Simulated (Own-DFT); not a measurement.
Simulation results for Hf₃₆O₇₁ (tetragonal hafnia with one neutral oxygen vacancy, atoms displaced)

All values are calculated (Own-DFT development build). A calculation, not a measurement: plane-wave PBE and HSE06 DFT by an unreviewed code, no spin, of a simulated cell at Gamma alone, so results move with cell size and shape, stress positive in tension, energies less offsets, not probed for a lower state with spin; hafnium file: forces about 75 meV/angstrom off all-electron values; oxygen file: force components 24 meV/angstrom off all-electron in a glass; k mesh not checked against a denser one; forces and stress are PBE's, HSE06 gives the energy alone, and its difference from PBE has offsets of its own; offsets are fitted by least squares, one for each functional and potential file, so energies compare only between cells with the same atoms and settings and are not formation energies; the far tail of each file's local potential was reset to the Coulomb form; each entry is a single point on an unrelaxed cell, so the pressure reflects the starting lattice, taken from the Materials Project, from which strain is counted, and rises with the displacements; printed positions are rounded, which can move forces by about a meV/angstrom; the program is a retired in-house code; no spin-orbit coupling.

```yaml
- formula: Hf36O71
  kind: "tetragonal hafnia with one neutral oxygen vacancy, atoms displaced"
  structure:
    cell_angstrom: [[10.78, 0.0, 0.0], [0.0, 10.78, 0.0], [0.0, 0.0, 10.4493]]
    atoms_fractional:
      - [Hf, 0.00039, 0.00162, 0.00914]
      - [Hf, 0.16407, 0.16654, 0.24978]
      - [O, 0.99618, 0.16243, 0.152]
      - [O, 0.16428, 0.00045, 0.33997]
      - [O, 0.00058, 0.16264, 0.39811]
      - [O, 0.16485, 0.99678, 0.09805]
      - [Hf, 0.00505, 0.99973, 0.50448]
      - [Hf, 0.16667, 0.16763, 0.74939]
      - [O, 0.00043, 0.1764, 0.65154]
      - [O, 0.16796, 0.00167, 0.84769]
      - [O, 0.00174, 0.16745, 0.90119]
      - [O, 0.16413, 0.00317, 0.59733]
      - [Hf, 0.00323, 0.33145, 0.99788]
      - [Hf, 0.16464, 0.49659, 0.25082]
      - [O, 0.99891, 0.50192, 0.15256]
      - [O, 0.1664, 0.33568, 0.3486]
      - [O, 0.99873, 0.50319, 0.39385]
      - [O, 0.16976, 0.33255, 0.10163]
      - [Hf, 0.00375, 0.33532, 0.498]
      - [Hf, 0.16717, 0.49717, 0.75516]
      - [O, 0.99892, 0.49731, 0.65841]
      - [O, 0.16234, 0.33021, 0.84575]
      - [O, 0.99437, 0.50184, 0.90116]
      - [O, 0.16788, 0.33762, 0.59734]
      - [Hf, 0.99749, 0.66749, 0.99893]
      - [Hf, 0.16673, 0.83737, 0.25123]
      - [O, 0.00212, 0.83713, 0.15232]
      - [O, 0.15979, 0.66106, 0.35059]
      - [O, 0.99843, 0.83027, 0.40448]
      - [O, 0.16914, 0.66605, 0.0995]
      - [Hf, 0.00184, 0.66418, 0.49799]
      - [Hf, 0.16319, 0.83209, 0.75643]
      - [O, 0.00209, 0.8301, 0.65334]
      - [O, 0.1677, 0.66675, 0.85526]
      - [O, 2.0e-05, 0.83242, 0.89971]
      - [O, 0.16526, 0.66938, 0.60028]
      - [Hf, 0.33583, 0.99977, 0.99701]
      - [Hf, 0.49998, 0.16415, 0.24638]
      - [O, 0.32982, 0.16664, 0.15303]
      - [O, 0.33476, 0.16953, 0.40359]
      - [O, 0.50005, 0.99917, 0.10068]
      - [Hf, 0.33313, 0.9986, 0.49663]
      - [Hf, 0.50291, 0.16642, 0.75092]
      - [O, 0.33376, 0.1673, 0.65337]
      - [O, 0.49687, 0.99697, 0.85209]
      - [O, 0.33674, 0.16835, 0.90084]
      - [O, 0.4964, 0.00109, 0.5979]
      - [Hf, 0.33622, 0.34032, 0.00067]
      - [Hf, 0.49712, 0.49983, 0.25363]
      - [O, 0.33169, 0.49979, 0.15183]
      - [O, 0.50367, 0.33627, 0.34764]
      - [O, 0.33544, 0.49794, 0.40134]
      - [O, 0.49989, 0.33487, 0.09955]
      - [Hf, 0.33062, 0.33451, 0.49879]
      - [Hf, 0.49943, 0.49598, 0.75338]
      - [O, 0.3328, 0.49723, 0.6522]
      - [O, 0.50587, 0.33412, 0.85268]
      - [O, 0.33617, 0.49506, 0.90777]
      - [O, 0.50297, 0.33283, 0.59492]
      - [Hf, 0.33513, 0.66469, 0.99613]
      - [Hf, 0.50053, 0.83506, 0.25129]
      - [O, 0.33269, 0.83126, 0.15082]
      - [O, 0.49638, 0.66916, 0.34369]
      - [O, 0.33641, 0.83136, 0.39778]
      - [O, 0.50275, 0.67019, 0.09348]
      - [Hf, 0.3347, 0.66613, 0.50032]
      - [Hf, 0.50105, 0.8327, 0.75568]
      - [O, 0.33736, 0.83345, 0.65218]
      - [O, 0.4992, 0.66718, 0.84948]
      - [O, 0.33245, 0.83329, 0.90266]
      - [O, 0.49753, 0.6668, 0.59304]
      - [Hf, 0.66765, 0.00338, 0.00215]
      - [Hf, 0.83174, 0.16502, 0.24795]
      - [O, 0.6638, 0.16423, 0.15328]
      - [O, 0.83626, 0.00191, 0.3512]
      - [O, 0.6669, 0.16853, 0.40623]
      - [O, 0.83242, 0.00178, 0.09623]
      - [Hf, 0.66367, 0.99776, 0.50387]
      - [Hf, 0.82942, 0.16921, 0.75556]
      - [O, 0.66705, 0.16895, 0.6518]
      - [O, 0.8357, 0.99897, 0.84531]
      - [O, 0.66879, 0.1646, 0.9014]
      - [O, 0.83083, 0.99601, 0.59692]
      - [Hf, 0.66997, 0.33523, 0.99919]
      - [Hf, 0.83096, 0.50386, 0.24845]
      - [O, 0.66365, 0.49931, 0.14749]
      - [O, 0.83304, 0.33585, 0.35021]
      - [O, 0.66639, 0.49382, 0.40194]
      - [O, 0.83213, 0.33053, 0.0999]
      - [Hf, 0.66504, 0.33091, 0.50373]
      - [Hf, 0.83549, 0.50177, 0.75262]
      - [O, 0.67049, 0.49801, 0.65647]
      - [O, 0.83219, 0.33252, 0.84569]
      - [O, 0.66936, 0.50144, 0.89679]
      - [O, 0.83051, 0.32745, 0.5976]
      - [Hf, 0.66932, 0.66514, 0.00149]
      - [Hf, 0.83576, 0.83359, 0.24825]
      - [O, 0.66693, 0.83666, 0.14559]
      - [O, 0.83364, 0.67018, 0.34217]
      - [O, 0.66363, 0.82577, 0.4019]
      - [O, 0.83263, 0.66879, 0.09826]
      - [Hf, 0.66687, 0.66653, 0.50083]
      - [Hf, 0.83307, 0.83365, 0.75039]
      - [O, 0.66669, 0.83183, 0.65424]
      - [O, 0.83283, 0.66596, 0.84502]
      - [O, 0.66973, 0.82932, 0.89717]
      - [O, 0.83467, 0.66296, 0.60123]
  settings:
    first_functional: PBE
    second_functional: HSE06
    exact_exchange_share: 0.25
    "screening [1/bohr]": 0.11
    exchange_divergence: Gygi-Baldereschi
    potential_files: "PseudoDojo norm-conserving, scalar-relativistic, made for PBE, standard set"
    "wave_cutoff [hartree]": 48.0
    occupations: fixed
    k_mesh: "1 x 1 x 1 centred on Gamma"
  results:
    "PBE_energy_of_cell_above_offsets [eV]": "-100.796"
    "HSE06_less_PBE_above_offsets [eV]": "-0.140"
    "PBE_pressure [GPa]": 0.58
    "PBE_stress_xx [GPa]": -0.03
    "PBE_stress_yy [GPa]": -0.73
    "PBE_stress_zz [GPa]": -0.99
    "PBE_stress_yz [GPa]": 0.4
    "PBE_stress_xz [GPa]": -0.37
    "PBE_stress_xy [GPa]": -0.02
    force_element: [Hf, Hf, O, O, O, O, Hf, Hf, O, O, O, O, Hf, Hf, O, O, O, O, Hf, Hf, O, O, O, O, Hf, Hf, O, O, O, O, Hf, Hf, O, O, O, O, Hf, Hf, O, O, O, Hf, Hf, O, O, O, O, Hf, Hf, O, O, O, O, Hf, Hf, O, O, O, O, Hf, Hf, O, O, O, O, Hf, Hf, O, O, O, O, Hf, Hf, O, O, O, O, Hf, Hf, O, O, O, O, Hf, Hf, O, O, O, O, Hf, Hf, O, O, O, O, Hf, Hf, O, O, O, O, Hf, Hf, O, O, O, O]
    "force_x [eV/angstrom]": [0.083, 0.161, 0.762, 0.311, 0.465, 0.708, -2.059, -0.048, -0.033, 0.036, -0.174, 0.969, -0.385, -0.131, -0.099, -0.148, -0.162, -0.895, -1.678, -0.491, 1.024, 0.13, 0.519, -0.035, 1.007, 0.536, -0.588, 0.65, 0.27, -0.618, 0.12, 0.542, -0.174, 0.171, 0.136, 0.49, -0.475, -0.654, 0.532, 0.032, -0.106, 0.225, -0.925, 0.13, 0.37, 0.02, 0.455, 0.23, 0.357, 0.346, -0.463, -0.074, 0.192, 0.98, 1.081, 0.052, -0.171, -0.257, -1.38, -0.247, -0.098, 0.219, 0.095, -0.226, -0.393, -0.612, -0.1, -0.883, -0.385, 0.026, 0.715, -0.265, -0.17, 0.343, -0.468, -0.547, -0.032, 0.71, 0.908, -0.429, -0.174, -0.101, 0.705, -0.546, -0.022, 0.45, 0.408, 0.055, 0.494, 1.03, -0.652, -1.208, -0.008, -0.098, 0.933, -0.649, -0.541, 0.273, -0.265, -0.257, 0.359, 0.199, 0.117, -0.491, 0.313, -0.145, -0.202]
    "force_y [eV/angstrom]": [-0.234, 0.455, 0.211, 0.058, 0.861, 0.262, -0.079, -0.744, -0.599, -0.082, -0.262, -0.079, 0.374, 1.329, -0.246, -0.883, -0.799, -0.022, -0.65, 0.647, -0.146, 0.954, -0.583, -0.013, -0.1, -1.855, -0.087, 0.994, 0.702, 0.022, 0.355, -0.043, 0.395, -0.724, 0.305, -0.366, 0.255, 0.445, -0.341, -0.886, 0.319, 0.114, 0.006, 0.155, 0.67, 0.281, 0.15, -2.422, -0.185, -0.047, -0.975, 0.476, -0.23, -0.085, 0.557, 0.152, -0.357, 1.182, 0.074, 0.978, 0.135, 0.346, -0.634, 0.691, -0.198, 0.084, -0.302, 0.069, -0.756, -0.086, -0.313, -1.553, 0.698, -0.089, -0.706, -1.347, 0.051, 0.177, -0.344, -0.604, 0.326, 0.369, 0.087, 0.628, -1.048, 0.13, -0.481, 1.819, -0.013, 0.44, -0.109, 0.18, 0.177, -0.317, 0.323, 0.32, 0.68, 0.042, -0.438, 1.615, 0.009, -1.136, 0.027, 0.042, 0.371, 0.869, 0.157]
    "force_z [eV/angstrom]": [-1.622, -0.18, -0.413, 1.338, 0.557, -0.059, -0.737, -0.293, 0.166, 0.02, 0.549, 0.027, 0.443, -0.582, -0.459, 0.408, 1.144, -0.665, 0.127, -1.07, -0.85, 0.726, 0.515, 0.02, 0.412, -0.639, -0.101, -0.19, -0.104, -0.451, 0.359, -0.688, 0.085, -0.604, 0.617, 0.022, 0.347, 1.02, 0.17, -0.226, 0.158, 0.574, -0.177, 0.066, -0.164, 0.368, -0.448, 1.386, -0.404, 0.047, -0.383, 0.088, -0.404, 0.345, -0.918, 0.665, -0.479, -1.675, 1.034, 1.512, -0.63, 0.322, 0.206, 0.366, 0.124, 0.009, -0.685, 0.157, -0.457, -0.091, 0.383, -0.295, 1.538, -0.441, -0.851, -0.498, 0.381, -0.652, -1.439, 0.539, 0.477, 0.06, 0.136, 0.18, 0.477, 0.233, -0.857, 0.028, -0.604, -0.676, -0.641, -0.218, 0.987, 0.883, -0.097, -0.515, 0.38, 0.893, 0.544, -0.145, -0.007, 0.361, -0.241, -0.476, 0.755, 0.658, -0.885]
```
